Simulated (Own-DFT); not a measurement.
# Same atoms, different arrangement: As32Ga32, 64 atoms

Calculated results; nothing here was measured. The program, named Own-DFT, is a retired in-house plane-wave density functional code that no person has reviewed. Each row is one single-point run on a periodic cell that was not relaxed, without spin or spin-orbit coupling.

Settings of every run: PBE; PseudoDojo norm-conserving scalar-relativistic files; cutoff 42 hartree; 3 x 3 x 3 k mesh centred on Gamma; Fermi-Dirac smearing of 0.1 eV.

Known limits, some of them of some rows only: not probed for a lower state with spin; forces on such cells failed a check on a denser k mesh; forces not confirmed at this smearing and k mesh; stress not checked against mesh or cutoff.

All cells hold the same atoms in the same cell, with vectors in Å (11.307, 0.000, 0.000); (0.000, 11.307, 0.000); (0.000, 0.000, 11.307). Every atom was moved at random from its ideal site; u is the rms move along one axis. The defect's site can differ from row to row. E is the free energy of the cell above the lowest run. The arrangements:

- A: zincblende GaAs
- B: zincblende GaAs, with one As on a Ga site and one Ga on an As site, 2.4 Å apart

| arrangement | u (Å) | E (eV) | P (GPa) |
|---|---|---|---|
| A | 0.0189 | 0.000 | 3.51 |
| A | 0.0205 | 0.049 | 3.52 |
| A | 0.0208 | 0.060 | 3.52 |
| A | 0.0489 | 2.133 | 3.98 |
| A | 0.0492 | 2.012 | 3.91 |
| A | 0.0503 | 2.024 | 3.93 |
| B | 0.0288 | 2.978 | 3.91 |
| B | 0.0295 | 2.957 | 3.93 |
| B | 0.0297 | 3.032 | 3.90 |
| B | 0.0461 | 4.491 | 4.20 |
| B | 0.0481 | 4.539 | 4.25 |
| B | 0.0523 | 5.223 | 4.47 |

Question: once the cost of the random moves is taken out, how do the arrangements rank?

## Worked answer

Fit E = a + b u², with one b for all and one a for each arrangement, and with residuals divided by u², since the noise grows with the moves. Then b = 1043 eV/Å², the scatter at u = 0.04 Å is 0.10 eV, and against A:

- B: 2.50 ± 0.04 eV (higher)

These are energies of unrelaxed cells. Relaxing the atoms lowers the strained arrangements most, so the gaps would shrink and small ones could change sign.
